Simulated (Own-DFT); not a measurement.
# Short bonds, stiff crystals?

The numbers are computed, not measured, by runs of the plane-wave DFT program Own-DFT (in-house, retired, unreviewed) at fixed positions, with no spin and no spin-orbit coupling.

Known weak points (not all hold for every row): forces on such cells moved up to 12 meV/angstrom on a denser k mesh; forces not confirmed at this smearing and k mesh; k mesh not checked against a denser one; forces on such cells passed a denser k mesh, each cell not checked; stress not checked against mesh or cutoff.

All runs are PBE with PseudoDojo norm-conserving files; cutoff and k mesh are each material's own. Every cell starts from measured lattice constants and was given uniform random strains and small random moves of its atoms. Each triple is the change of volume in per cent, the rms move u in Å and the pressure in GPa.

- 3C SiC (C48Si48), 10.36 Å³/atom unstrained: (-1.40, 0.052, 9.46); (-0.01, 0.053, 6.30); (0.19, 0.046, 4.84); (0.55, 0.050, 4.60); (0.72, 0.051, 3.89); (0.89, 0.050, 3.36); (2.95, 0.050, -0.44)
- wurtzite AlN (Al36N36), 10.45 Å³/atom unstrained: (-2.29, 0.052, 10.64); (-1.71, 0.047, 9.35); (-1.22, 0.049, 8.51); (-0.99, 0.044, 7.16); (0.98, 0.048, 3.68); (1.25, 0.053, 2.83); (2.56, 0.050, 0.80)
- wurtzite GaN (Ga48N48), 11.42 Å³/atom unstrained: (-2.62, 0.051, 12.93); (-0.70, 0.051, 8.58); (0.29, 0.051, 7.00); (1.33, 0.046, 4.08); (1.66, 0.053, 4.43); (2.68, 0.050, 2.51); (3.70, 0.048, 0.04)
- diamond silicon (Si64), 20.02 Å³/atom unstrained: (-3.43, 0.050, 6.28); (0.32, 0.045, 2.24); (0.53, 0.058, 2.28); (0.78, 0.053, 2.21); (1.62, 0.053, 1.30); (2.59, 0.052, 0.56); (2.65, 0.051, 0.50)
- zincblende GaAs (As32Ga32), 22.58 Å³/atom unstrained: withheld
- grey tin (Sn64), 34.15 Å³/atom unstrained: (-1.82, 0.047, 4.61); (-0.76, 0.050, 4.07); (-0.67, 0.053, 4.12); (-0.34, 0.050, 3.83); (0.55, 0.053, 3.43); (1.02, 0.050, 3.09); (1.67, 0.049, 2.88)

## Working it out

Fit a line to each set against the fractional change of volume; B is minus its slope, and u is nearly the same within a set. To take it to zero pressure, assume that B rises by 4 GPa for each GPa: B0 = B - 4 x (mean pressure). The bond length of an ideal tetrahedral crystal with the unstrained volume v is d = (√3/4)(8 v)^(1/3). Cohen's empirical rule reads B0 = (1971 - 220 L) d^(-3.5) GPa, with L = 0 for group IV crystals and SiC and 1 for III-V compounds.

```
                  material  L  d (Å)   B (GPa)  mean P (GPa)  B0 (GPa)  rule (GPa)
          3C SiC (C48Si48)  0  1.888  228 ± 15           4.6  209 ± 15         213
    wurtzite AlN (Al36N36)  1  1.893   206 ± 9           6.1   181 ± 9         188
    wurtzite GaN (Ga48N48)  1  1.950   199 ± 8           5.7   177 ± 8         169
    diamond silicon (Si64)  0  2.352    95 ± 4           2.2    86 ± 4          99
zincblende GaAs (As32Ga32)  1  2.448         ?             ?         ?          76
           grey tin (Sn64)  0  2.810    51 ± 2           3.7    36 ± 2          53
```

A line through ln[B0/(1971 - 220 L)] against ln d has a slope of -4.4 ± 0.2 and a scatter of 6 %. Against the rule, B0 stands at 98 % for 3C SiC, 96 % for wurtzite AlN, 105 % for wurtzite GaN, 87 % for diamond silicon, 69 % for grey tin. PBE tends to make silicon and heavier crystals too soft, and the rule itself is only a guide.

## Prediction

Q: what B0 does the fitted trend give for zincblende GaAs (As32Ga32)?

Estimate: 61 GPa. Its own runs give B = 85 ± 4 GPa at a mean pressure of 5.1 GPa, so B0 = 64 GPa.
